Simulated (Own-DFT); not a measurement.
AlN (wurtzite, atoms displaced) (calculated)

All values are calculated (Own-DFT development build). A calculation, not a measurement: plane-wave PBE density functional theory by an unreviewed code, no spin, of a simulated periodic cell, stress positive in tension, free energy of the whole cell less one offset for each atom, forces on such cells passed a denser k mesh, this cell's mesh not checked; offsets are fitted by least squares, one for each functional and potential file, so energies compare only between cells with the same atoms and settings and are not formation energies; the far tail of each file's local potential was reset to the Coulomb form; each entry is a single point on an unrelaxed cell, so the pressure reflects the starting lattice, mostly measured values (interpolated for alloys), from which strain is counted, and rises with the displacements; printed positions are rounded, which can move forces by about a meV/angstrom; the program, named Own-DFT, is a retired in-house code; no spin-orbit coupling.

```cif
# cell vector a (Å): 12.4480 0.0000 0.0000
# cell vector b (Å): -6.2240 10.7803 0.0000
# cell vector c (Å): 0.0000 0.0000 9.9640
data_AlN
_symmetry_space_group_name_H-M 'P 1'
_symmetry_Int_Tables_number 1
_cell_length_a 12.4480
_cell_length_b 12.4480
_cell_length_c 9.9640
_cell_angle_alpha 90.000
_cell_angle_beta 90.000
_cell_angle_gamma 120.000
_cell_volume 1337.10
loop_
_atom_site_label
_atom_site_type_symbol
_atom_site_fract_x
_atom_site_fract_y
_atom_site_fract_z
_atom_site_occupancy
Al1 Al 0.08519 0.16741 0.99930 1
Al2 Al 0.16556 0.08431 0.25306 1
N1 N 0.08030 0.16596 0.19175 1
N2 N 0.16741 0.08269 0.44318 1
Al3 Al 0.08401 0.16863 0.49916 1
Al4 Al 0.16924 0.08509 0.75028 1
N3 N 0.08133 0.16549 0.69343 1
N4 N 0.16729 0.08439 0.94166 1
Al5 Al 0.08408 0.41838 0.00220 1
Al6 Al 0.16904 0.33495 0.25104 1
N5 N 0.08162 0.41741 0.18854 1
N6 N 0.16963 0.33237 0.43912 1
Al7 Al 0.08198 0.41512 0.49911 1
Al8 Al 0.16857 0.33201 0.75239 1
N7 N 0.08234 0.41566 0.68886 1
N8 N 0.17022 0.33325 0.94669 1
Al9 Al 0.08559 0.66886 0.00079 1
Al10 Al 0.16619 0.58311 0.25132 1
N9 N 0.08216 0.66587 0.18866 1
N10 N 0.16828 0.58567 0.43800 1
Al11 Al 0.08470 0.66791 0.49785 1
Al12 Al 0.16397 0.58211 0.74878 1
N11 N 0.08417 0.66845 0.69259 1
N12 N 0.16508 0.58112 0.94025 1
Al13 Al 0.07735 0.91390 0.00115 1
Al14 Al 0.16706 0.83281 0.25054 1
N13 N 0.08429 0.91888 0.19128 1
N14 N 0.16521 0.83314 0.43864 1
Al15 Al 0.08513 0.91843 0.50086 1
Al16 Al 0.16626 0.83534 0.75192 1
N15 N 0.08296 0.91251 0.69619 1
N16 N 0.16314 0.82901 0.94327 1
Al17 Al 0.33093 0.16801 0.00065 1
Al18 Al 0.41594 0.08395 0.24921 1
N17 N 0.33181 0.16357 0.19013 1
N18 N 0.41845 0.08379 0.43734 1
Al19 Al 0.33523 0.16726 0.50342 1
Al20 Al 0.41977 0.08638 0.74992 1
N19 N 0.33437 0.16798 0.69344 1
N20 N 0.42041 0.08560 0.94247 1
Al21 Al 0.33358 0.41755 0.00006 1
Al22 Al 0.41733 0.33634 0.25127 1
N21 N 0.33388 0.41673 0.19159 1
N22 N 0.41599 0.33178 0.44469 1
Al23 Al 0.33165 0.41781 0.49657 1
Al24 Al 0.41257 0.33151 0.74866 1
N23 N 0.33410 0.41652 0.69007 1
N24 N 0.41623 0.33126 0.94158 1
Al25 Al 0.33285 0.66700 0.00106 1
Al26 Al 0.41451 0.58202 0.24809 1
N25 N 0.33352 0.66825 0.18955 1
N26 N 0.41756 0.58423 0.44272 1
Al27 Al 0.33473 0.66765 0.49590 1
Al28 Al 0.41766 0.58537 0.74969 1
N27 N 0.33365 0.66708 0.69124 1
N28 N 0.41791 0.58399 0.94063 1
Al29 Al 0.33240 0.91562 0.00003 1
Al30 Al 0.41595 0.83344 0.24852 1
N29 N 0.33421 0.91309 0.19183 1
N30 N 0.41891 0.83479 0.44390 1
Al31 Al 0.33344 0.91662 0.49858 1
Al32 Al 0.41575 0.83267 0.75101 1
N31 N 0.33149 0.91616 0.69147 1
N32 N 0.41679 0.83385 0.94026 1
Al33 Al 0.58390 0.16861 0.99980 1
Al34 Al 0.66437 0.08309 0.24432 1
N33 N 0.58212 0.16458 0.18872 1
N34 N 0.66610 0.08425 0.43984 1
Al35 Al 0.58529 0.16765 0.49954 1
Al36 Al 0.66838 0.08342 0.74989 1
N35 N 0.58668 0.16732 0.69143 1
N36 N 0.66761 0.08233 0.94108 1
Al37 Al 0.58505 0.41759 0.99834 1
Al38 Al 0.66376 0.33234 0.25052 1
N37 N 0.58197 0.41920 0.18919 1
N38 N 0.66495 0.33159 0.44274 1
Al39 Al 0.58331 0.41446 0.49971 1
Al40 Al 0.66783 0.33675 0.75041 1
N39 N 0.58243 0.41661 0.68813 1
N40 N 0.67023 0.33519 0.93955 1
Al41 Al 0.58102 0.66707 0.00175 1
Al42 Al 0.66577 0.58236 0.24951 1
N41 N 0.58438 0.66680 0.19391 1
N42 N 0.66646 0.58372 0.43684 1
Al43 Al 0.58266 0.66682 0.50293 1
Al44 Al 0.66508 0.58144 0.74909 1
N43 N 0.58091 0.66601 0.68961 1
N44 N 0.66826 0.58375 0.94136 1
Al45 Al 0.58290 0.91926 0.00065 1
Al46 Al 0.66584 0.83397 0.24931 1
N45 N 0.58368 0.91676 0.18933 1
N46 N 0.66578 0.83196 0.43951 1
Al47 Al 0.58072 0.91881 0.50062 1
Al48 Al 0.66743 0.83191 0.75258 1
N47 N 0.58523 0.91751 0.68804 1
N48 N 0.66654 0.83179 0.94433 1
Al49 Al 0.83342 0.16653 0.99666 1
Al50 Al 0.91375 0.08257 0.24767 1
N49 N 0.83062 0.16493 0.18954 1
N50 N 0.91587 0.08017 0.43877 1
Al51 Al 0.83478 0.16511 0.49826 1
Al52 Al 0.91629 0.08122 0.75044 1
N51 N 0.83292 0.16611 0.69167 1
N52 N 0.91750 0.08485 0.94071 1
Al53 Al 0.83410 0.41430 0.00114 1
Al54 Al 0.91564 0.33056 0.24881 1
N53 N 0.83286 0.41494 0.19242 1
N54 N 0.91882 0.33482 0.43795 1
Al55 Al 0.83559 0.41798 0.50004 1
Al56 Al 0.91834 0.33331 0.75230 1
N55 N 0.83192 0.41398 0.69331 1
N56 N 0.91966 0.33787 0.94107 1
Al57 Al 0.83359 0.66754 0.99833 1
Al58 Al 0.91931 0.58418 0.25155 1
N57 N 0.83543 0.66941 0.18601 1
N58 N 0.91640 0.58488 0.43999 1
Al59 Al 0.83134 0.66316 0.49856 1
Al60 Al 0.91822 0.58307 0.75282 1
N59 N 0.83306 0.66809 0.68936 1
N60 N 0.91523 0.58119 0.93916 1
Al61 Al 0.83318 0.91531 0.00129 1
Al62 Al 0.91882 0.83558 0.25000 1
N61 N 0.83412 0.91391 0.18925 1
N62 N 0.91480 0.83264 0.43890 1
Al63 Al 0.83385 0.91600 0.49657 1
Al64 Al 0.91853 0.83350 0.74736 1
N63 N 0.83247 0.91792 0.69203 1
N64 N 0.91680 0.83538 0.93836 1
_calc_functional 'PBE'
_calc_potential_files 'PseudoDojo norm-conserving, scalar-relativistic, standard set'
_calc_wave_cutoff 42  # hartree
_calc_occupations 'Fermi-Dirac'
_calc_smearing_width 0.1  # eV
_calc_hardware 'one NVIDIA H100'
_calc_k_mesh '2 x 2 x 2 centred on Gamma'
_calc_free_energy_of_cell_above_offsets '-62.516'  # eV
_calc_pressure 3.73  # GPa
_calc_stress_xx -3.79  # GPa
_calc_stress_yy -3.59  # GPa
_calc_stress_zz -3.82  # GPa
_calc_stress_yz 0.14  # GPa
_calc_stress_xz -0.16  # GPa
_calc_stress_xy -0.33  # GPa
_calc_wall_time 383.2  # s
```

Force:
```
element  x (eV/Å)  y (eV/Å)  z (eV/Å)
     Al    -0.418    -0.316     0.416
     Al     0.159    -0.062    -0.403
      N     0.445     0.376     0.053
      N    -0.099     0.457     0.217
     Al     0.065    -0.751     0.265
     Al    -0.466    -0.693     0.218
      N     0.582     0.255    -0.532
      N    -0.094    -0.546    -0.243
     Al     0.308    -0.319    -0.392
     Al    -0.705    -0.486    -0.704
      N     0.663     -0.14     0.858
      N    -1.057     0.261      0.14
     Al     0.434      0.43     -0.08
     Al    -0.501     0.353     0.013
      N     0.498    -0.074     0.212
      N    -0.893     0.218    -0.863
     Al    -0.475    -1.284    -0.269
     Al    -0.163     0.092     -0.73
      N     0.458      0.22     0.596
      N    -0.002    -0.548     0.526
     Al    -0.291    -0.033     0.617
     Al     0.535     0.282     0.106
      N    -0.018    -0.222    -0.613
      N     0.256     0.567     0.019
     Al     1.013     0.648    -0.065
     Al    -0.262     0.137    -0.516
      N     0.233    -0.219     0.064
      N     0.346     0.201     0.357
     Al    -0.466    -0.733      0.15
     Al     0.775    -0.719     0.268
      N    -0.384     1.461    -1.087
      N     0.061     1.387    -0.181
     Al     0.895    -0.508      0.08
     Al     0.231    -0.472    -0.274
      N    -0.425     0.919      0.37
      N    -0.298     -0.01     0.778
     Al    -0.005    -0.309    -0.518
     Al     0.239     -0.53     0.294
      N     0.098    -0.467    -0.383
      N    -0.895    -0.469    -0.228
     Al     0.712     0.061     0.035
     Al     0.329    -0.956     0.053
      N    -0.214     0.098    -0.069
      N    -0.192     0.357    -0.637
     Al     0.955      0.06     0.803
     Al      0.81     0.745     0.365
      N    -0.517     0.163     -0.04
      N    -0.149     0.713    -0.264
     Al    -0.017    -0.084    -0.592
     Al     0.555     0.693     0.447
      N     0.021    -0.495     0.366
      N    -0.278    -0.281    -0.681
     Al    -0.049     0.073     0.905
     Al    -0.296    -0.452    -0.037
      N    -0.322     -0.23    -0.306
      N     -0.46    -0.141     0.142
     Al    -0.124     0.343    -0.047
     Al     0.734     0.015     0.554
      N    -0.839     0.725     -0.21
      N    -0.741    -0.346    -0.907
     Al    -0.111     0.102     0.236
     Al     0.221     0.297    -0.451
      N     0.185     0.484    -0.099
      N    -0.032    -0.125     0.196
     Al     0.393     -0.07     -0.28
     Al     0.324    -0.116     0.918
      N    -0.411     0.638     0.151
      N     0.412     0.049    -0.408
     Al    -0.094     -0.36     0.265
     Al    -0.177    -0.204    -0.051
      N    -0.588     0.206    -0.089
      N     -0.38     0.512    -0.101
     Al    -0.133    -0.115     0.027
     Al     0.321     0.158    -0.131
      N     0.483     -0.74     0.156
      N      0.46      0.52    -0.473
     Al     -0.36     0.639     -0.13
     Al     0.081    -0.651    -0.181
      N    -0.129    -0.212     0.532
      N    -0.499    -0.277     0.321
     Al     0.893    -0.178     0.213
     Al     0.428     0.803    -0.309
      N    -0.697    -0.188    -0.541
      N    -0.043    -0.525     0.818
     Al     0.351     0.167    -0.845
     Al     0.041     0.472     0.133
      N     0.626     0.078     0.528
      N    -0.682     0.003    -0.332
     Al     0.464    -0.663    -0.256
     Al     0.436    -0.242     0.174
      N    -0.326    -0.089      0.15
      N    -0.324     0.453     0.226
     Al     1.376      -0.1    -0.185
     Al     -0.38      0.28    -0.273
      N    -0.298    -0.294     0.887
      N    -0.421     0.405    -0.374
     Al     0.147     0.324     0.284
     Al     0.325    -0.329     -0.03
      N     0.176     0.168    -0.225
      N      0.08     0.802     0.053
     Al    -0.562     0.101     0.232
     Al    -0.426     0.275     0.116
      N     0.509     0.255    -0.227
      N       0.2    -0.295     0.151
     Al    -0.392      0.85     0.112
     Al    -0.202     0.275    -0.123
      N    -0.278     0.106     0.046
      N     -0.12    -0.492     0.345
     Al    -0.302    -0.345     0.141
     Al    -0.379    -0.206    -0.373
      N     0.407     0.718    -0.623
      N     0.353    -1.069     0.071
     Al     0.281    -0.091    -0.116
     Al    -0.859    -0.203    -0.766
      N     0.123    -0.473      0.88
      N     0.613    -0.387     0.188
     Al    -0.367     0.829     0.105
     Al    -0.472    -0.016    -0.561
      N     0.221    -0.603     0.105
      N     0.264     0.391     0.639
     Al    -0.174      0.36    -0.324
     Al    -0.026    -0.621     -0.05
      N    -0.661     0.629     0.277
      N     0.786     0.001      0.51
     Al    -0.564    -0.386     0.598
     Al    -0.853    -0.066     0.245
      N     0.583    -0.518    -0.477
      N    -0.131    -0.522    -0.045
```
